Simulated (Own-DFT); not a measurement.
# Short bonds, stiff crystals?

Source: density functional calculations with Own-DFT, an unreviewed in-house program that is no longer used. Nothing was measured or relaxed, and spin and spin-orbit coupling are left out.

Limits (not all hold for every row): forces on such cells moved up to 12 meV/angstrom on a denser k mesh; k mesh not checked against a denser one; forces on such cells passed a denser k mesh, each cell not checked; stress not checked against mesh or cutoff.

All runs are PBE with PseudoDojo norm-conserving files; cutoff and k mesh are each material's own. Every cell starts from measured lattice constants and was given uniform random strains and small random moves of its atoms. Each triple is the change of volume in per cent, the rms move u in Å and the pressure in GPa.

- 2H SiC (C36Si36), 10.36 Å³/atom unstrained: (-2.54, 0.054, 11.95); (-1.70, 0.046, 9.40); (-0.80, 0.047, 6.68); (-0.69, 0.049, 7.15); (-0.24, 0.047, 6.13); (1.37, 0.053, 2.79); (2.91, 0.049, -0.99)
- wurtzite AlN (Al64N64), 10.45 Å³/atom unstrained: (-2.07, 0.049, 10.35); (-0.87, 0.045, 7.06); (0.15, 0.049, 5.24); (0.70, 0.052, 4.66); (0.81, 0.050, 4.00); (1.92, 0.048, 1.76); (2.23, 0.049, 1.23)
- wurtzite GaN (Ga48N48), 11.42 Å³/atom unstrained: (-1.40, 0.049, 10.39); (-1.22, 0.052, 9.68); (-0.67, 0.053, 8.60); (0.48, 0.048, 6.21); (1.11, 0.052, 5.20); (1.81, 0.049, 3.47); (2.16, 0.050, 3.02)
- diamond silicon (Si64), 20.02 Å³/atom unstrained: withheld
- zincblende GaP (Ga32P32), 20.24 Å³/atom unstrained: (-2.09, 0.052, 5.43); (-1.73, 0.047, 4.94); (-1.46, 0.048, 4.94); (-0.54, 0.051, 4.19); (0.22, 0.047, 2.99); (2.75, 0.050, 1.09); (3.51, 0.048, 0.54)
- zincblende InP (In32P32), 25.27 Å³/atom unstrained: (-3.62, 0.048, 6.59); (-3.19, 0.050, 6.46); (-2.71, 0.053, 5.95); (-1.89, 0.053, 5.12); (-0.58, 0.047, 3.95); (-0.34, 0.053, 4.12); (3.49, 0.050, 1.10)
- grey tin (Sn64), 34.15 Å³/atom unstrained: (-2.33, 0.050, 4.94); (-1.92, 0.051, 4.93); (0.02, 0.056, 3.80); (0.03, 0.051, 3.67); (0.22, 0.049, 3.72); (1.35, 0.048, 3.15); (1.80, 0.050, 2.95)

## Worked fit

Fit a line to each set against the fractional change of volume; B is minus its slope, and u is nearly the same within a set. To take it to zero pressure, assume that B rises by 4 GPa for each GPa: B0 = B - 4 x (mean pressure). The bond length of an ideal tetrahedral crystal with the unstrained volume v is d = (√3/4)(8 v)^(1/3). Cohen's empirical rule reads B0 = (1971 - 220 L) d^(-3.5) GPa, with L = 0 for group IV crystals and SiC and 1 for III-V compounds.

| material | L | d (Å) | B (GPa) | mean P (GPa) | B0 (GPa) | rule (GPa) |
|---|---|---|---|---|---|---|
| 2H SiC (C36Si36) | 0 | 1.888 | 228 ± 10 | 6.2 | 204 ± 10 | 213 |
| wurtzite AlN (Al64N64) | 1 | 1.893 | 206 ± 9 | 4.9 | 186 ± 9 | 188 |
| wurtzite GaN (Ga48N48) | 1 | 1.950 | 204 ± 5 | 6.7 | 178 ± 5 | 169 |
| diamond silicon (Si64) | 0 | 2.352 | ? | ? | ? | 99 |
| zincblende GaP (Ga32P32) | 1 | 2.360 | 88 ± 4 | 3.4 | 74 ± 4 | 87 |
| zincblende InP (In32P32) | 1 | 2.541 | 79 ± 3 | 4.8 | 60 ± 3 | 67 |
| grey tin (Sn64) | 0 | 2.810 | 51 ± 2 | 3.9 | 35 ± 2 | 53 |

A line through ln[B0/(1971 - 220 L)] against ln d has a slope of -4.3 ± 0.2 and a scatter of 9 %. Against the rule, B0 stands at 96 % for 2H SiC, 99 % for wurtzite AlN, 105 % for wurtzite GaN, 86 % for zincblende GaP, 89 % for zincblende InP, 67 % for grey tin. PBE tends to make silicon and heavier crystals too soft, and the rule itself is only a guide.

## Test on the hidden row

Question: what B0 does the fitted trend give for diamond silicon (Si64)?

The line gives 84 GPa. Its own runs give B = 100 ± 5 GPa at a mean pressure of 3.8 GPa, so B0 = 85 GPa.
